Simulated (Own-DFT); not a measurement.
SiC (2H silicon carbide, atoms displaced) (calculated)

All values are calculated (Own-DFT development build). A calculation, not a measurement: plane-wave PBE density functional theory by an unreviewed code, no spin, of a simulated periodic cell, stress positive in tension, free energy of the whole cell less one offset for each atom, forces on such cells passed a denser k mesh, this cell's mesh not checked; offsets are fitted by least squares, one for each functional and potential file, so energies compare only between cells with the same atoms and settings and are not formation energies; the far tail of each file's local potential was reset to the Coulomb form; each entry is a single point on an unrelaxed cell, so the pressure reflects the starting lattice, mostly measured values (interpolated for alloys), from which strain is counted, and rises with the displacements; printed positions are rounded, which can move forces by about a meV/angstrom; the program, named Own-DFT, is a retired in-house code; no spin-orbit coupling.

```yaml
- formula: SiC
  kind: "2H silicon carbide, atoms displaced"
  structure:
    cell_angstrom: [[9.2481, 0.0, 0.0], [-4.6241, 8.0091, 0.0], [0.0, 0.0, 10.0681]]
    atoms_fractional:
      - [Si, 0.00597, 0.00573, 0.00592]
      - [Si, 0.12099, 0.21946, 0.24912]
      - [C, 0.01261, 0.0007, 0.17572]
      - [C, 0.12151, 0.23332, 0.44339]
      - [Si, 0.00473, 0.9977, 0.50087]
      - [Si, 0.11401, 0.22323, 0.74325]
      - [C, 0.99726, 0.00695, 0.68974]
      - [C, 0.10608, 0.21644, 0.93158]
      - [Si, 0.00452, 0.32975, 0.00426]
      - [Si, 0.10343, 0.55268, 0.24183]
      - [C, 0.99528, 0.32167, 0.19914]
      - [C, 0.10842, 0.55387, 0.43539]
      - [Si, 0.99126, 0.32429, 0.50481]
      - [Si, 0.10307, 0.54103, 0.7466]
      - [C, 0.00143, 0.33186, 0.68285]
      - [C, 0.09268, 0.5462, 0.93398]
      - [Si, 0.01354, 0.67501, 0.9918]
      - [Si, 0.1028, 0.88936, 0.24887]
      - [C, 0.0131, 0.66814, 0.17745]
      - [C, 0.11724, 0.89998, 0.447]
      - [Si, 0.99716, 0.66767, 0.50294]
      - [Si, 0.11079, 0.89543, 0.74162]
      - [C, 0.01194, 0.66472, 0.68657]
      - [C, 0.10095, 0.8774, 0.93291]
      - [Si, 0.33056, 0.00454, 0.0031]
      - [Si, 0.45536, 0.22584, 0.25227]
      - [C, 0.3286, 0.99158, 0.19047]
      - [C, 0.44999, 0.22768, 0.43992]
      - [Si, 0.34458, 0.99895, 0.49457]
      - [Si, 0.43804, 0.22235, 0.75847]
      - [C, 0.34345, 0.014, 0.68148]
      - [C, 0.44893, 0.23115, 0.93303]
      - [Si, 0.3203, 0.32999, 0.00283]
      - [Si, 0.43148, 0.54341, 0.23902]
      - [C, 0.32891, 0.32044, 0.19123]
      - [C, 0.44584, 0.56225, 0.43858]
      - [Si, 0.325, 0.32237, 0.49941]
      - [Si, 0.43511, 0.55027, 0.7432]
      - [C, 0.3337, 0.33025, 0.6828]
      - [C, 0.44136, 0.54476, 0.93901]
      - [Si, 0.33566, 0.65869, 0.00213]
      - [Si, 0.43907, 0.88277, 0.25341]
      - [C, 0.32892, 0.66653, 0.18814]
      - [C, 0.44008, 0.88753, 0.44429]
      - [Si, 0.3465, 0.67165, 0.50193]
      - [Si, 0.42914, 0.8874, 0.75136]
      - [C, 0.33415, 0.66981, 0.69171]
      - [C, 0.44485, 0.89609, 0.93779]
      - [Si, 0.67638, 0.01412, 0.99921]
      - [Si, 0.77633, 0.21452, 0.24216]
      - [C, 0.67861, 0.02019, 0.19898]
      - [C, 0.78541, 0.22378, 0.43382]
      - [Si, 0.66006, 0.99181, 0.49997]
      - [Si, 0.77456, 0.22297, 0.75915]
      - [C, 0.66762, 0.99109, 0.68815]
      - [C, 0.77879, 0.22317, 0.95079]
      - [Si, 0.68165, 0.33007, 0.00805]
      - [Si, 0.77814, 0.55745, 0.2563]
      - [C, 0.68268, 0.33494, 0.17815]
      - [C, 0.78904, 0.56293, 0.43709]
      - [Si, 0.66724, 0.32999, 0.49206]
      - [Si, 0.79182, 0.5623, 0.74103]
      - [C, 0.66325, 0.34094, 0.69764]
      - [C, 0.77604, 0.55988, 0.94133]
      - [Si, 0.66619, 0.67154, 0.99707]
      - [Si, 0.77693, 0.88394, 0.23874]
      - [C, 0.66069, 0.66087, 0.18973]
      - [C, 0.79526, 0.91153, 0.43038]
      - [Si, 0.65937, 0.65806, 0.50242]
      - [Si, 0.77568, 0.88648, 0.75186]
      - [C, 0.66023, 0.66743, 0.69401]
      - [C, 0.78733, 0.89567, 0.94121]
  settings:
    functional: PBE
    potential_files: "PseudoDojo norm-conserving, scalar-relativistic, standard set"
    "wave_cutoff [hartree]": 42.0
    occupations: Fermi-Dirac
    "smearing_width [eV]": 0.1
    hardware: "one NVIDIA H100"
    k_mesh: "4 x 4 x 3 centred on Gamma"
  results:
    "free_energy_of_cell_above_offsets [eV]": "-2.925"
    "pressure [GPa]": 5.98
    "stress_xx [GPa]": -5.19
    "stress_yy [GPa]": -5.97
    "stress_zz [GPa]": -6.77
    "stress_yz [GPa]": -0.99
    "stress_xz [GPa]": -0.87
    "stress_xy [GPa]": 1.5
    force_element: [Si, Si, C, C, Si, Si, C, C, Si, Si, C, C, Si, Si, C, C, Si, Si, C, C, Si, Si, C, C, Si, Si, C, C, Si, Si, C, C, Si, Si, C, C, Si, Si, C, C, Si, Si, C, C, Si, Si, C, C, Si, Si, C, C, Si, Si, C, C, Si, Si, C, C, Si, Si, C, C, Si, Si, C, C, Si, Si, C, C]
    "force_x [eV/angstrom]": [0.386, -2.735, -2.338, -1.641, -1.698, -0.496, 0.749, 0.184, -0.998, 1.404, 1.903, 0.335, 1.178, 1.001, -0.831, 3.601, -3.175, 2.964, -3.045, 1.07, 2.856, 0.993, -1.793, 0.795, 0.3, 0.215, -0.039, 0.059, -3.114, 1.311, -1.044, -0.299, 2.621, 0.686, 1.109, 1.026, 1.82, 1.009, -0.697, -0.971, -1.704, 0.65, 0.938, 2.17, -3.339, 2.501, -0.701, 0.532, -0.668, 0.371, -0.499, -2.383, 1.59, 0.02, -2.195, 2.242, -4.403, 1.401, -2.277, -2.214, 1.254, -2.185, 1.384, 1.733, 1.091, -0.172, -0.191, -0.665, 0.877, 0.138, 1.568, -1.524]
    "force_y [eV/angstrom]": [-1.774, -0.72, 0.263, -2.808, 2.253, 0.189, -1.685, 0.982, 0.305, -0.737, 1.368, 0.44, 2.117, 1.955, -1.271, -0.374, -2.581, -1.242, 0.801, -1.886, 0.557, -0.432, 1.173, 4.376, -0.418, -1.259, 1.623, -0.815, 1.779, 1.126, -1.564, -1.207, -0.474, 1.707, 1.507, -2.112, 2.849, 0.333, 0.189, 1.325, 1.465, 1.176, -1.039, -0.713, -1.56, 0.78, -1.035, -0.842, -3.547, 5.679, -8.98, -1.289, 2.053, -0.471, 1.372, 0.59, 2.997, 0.072, 0.317, -1.353, 0.928, -0.411, -1.255, -0.307, -1.128, 1.709, 0.04, -3.235, 2.269, 0.409, -0.466, -0.084]
    "force_z [eV/angstrom]": [-4.312, 2.047, 3.749, -1.679, 0.462, 0.569, -0.786, 0.64, 0.335, 2.564, -2.587, 0.423, -2.255, 0.51, 1.931, 0.035, 1.244, 0.889, 1.357, -2.0, -0.846, 0.973, -0.374, -0.724, -1.016, -0.898, 0.467, -1.247, 1.411, -2.255, 0.535, 3.697, -0.907, 2.363, -1.282, -1.18, 0.373, 1.524, 0.818, -0.371, -1.4, -0.359, -0.456, -1.975, 0.251, 0.243, -0.535, 0.795, 1.073, 3.907, -3.686, 0.277, 0.045, -1.48, 0.514, -2.877, -3.767, -2.708, 4.823, 0.639, 2.243, 2.808, -1.875, -0.865, 0.227, 1.817, -0.731, 0.059, -0.342, 0.319, -1.336, 0.151]
    "wall_time [s]": 361.3
```
